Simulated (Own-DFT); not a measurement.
# A change of arrangement and its cost: As32Ga32, 64 atoms

Calculated results; nothing here was measured. The program, named Own-DFT, is a retired in-house plane-wave density functional code that no person has reviewed. Each row is one single-point run on a periodic cell that was not relaxed, without spin or spin-orbit coupling.

Settings of every run: PBE; PseudoDojo norm-conserving scalar-relativistic files; cutoff 42 hartree; 3 x 3 x 3 k mesh centred on Gamma; Fermi-Dirac smearing of 0.1 eV.

Known limits, some of them of some rows only: not probed for a lower state with spin; forces on such cells failed a check on a denser k mesh; forces not confirmed at this smearing and k mesh; stress not checked against mesh or cutoff.

All cells hold the same atoms in the same cell, with vectors in Å (11.307, 0.000, 0.000); (0.000, 11.307, 0.000); (0.000, 0.000, 11.307). Every atom was moved at random from its ideal site; u is the rms move along one axis. The defect's site can differ from row to row. E is the free energy of the cell above the lowest run. The arrangements:

- A: zincblende GaAs
- B: zincblende GaAs, with one As on a Ga site and one Ga on an As site, 2.4 Å apart

| arrangement | u (Å) | E (eV) | P (GPa) |
|---|---|---|---|
| A | 0.0214 | 0.000 | 3.51 |
| A | 0.0224 | 0.092 | 3.54 |
| A | 0.0228 | 0.099 | 3.54 |
| A | 0.0494 | 2.022 | 3.93 |
| A | 0.0511 | 2.298 | 4.00 |
| A | 0.0537 | 2.195 | 3.97 |
| B | 0.0267 | 2.816 | 3.88 |
| B | 0.0285 | 2.816 | 3.90 |
| B | 0.0303 | 3.121 | 3.94 |
| B | 0.0491 | 4.820 | 4.32 |
| B | 0.0497 | 4.217 | 4.16 |
| B | 0.0498 | 4.674 | 4.26 |

Question: once the cost of the random moves is taken out, how do the arrangements rank?

## Worked answer

Fit E = a + b u², with one b for all and one a for each arrangement, and with residuals divided by u², since the noise grows with the moves. Then b = 1001 eV/Å², the scatter at u = 0.04 Å is 0.15 eV, and against A:

- B: 2.53 ± 0.05 eV (higher)

These are energies of unrelaxed cells. Relaxing the atoms lowers the strained arrangements most, so the gaps would shrink and small ones could change sign.
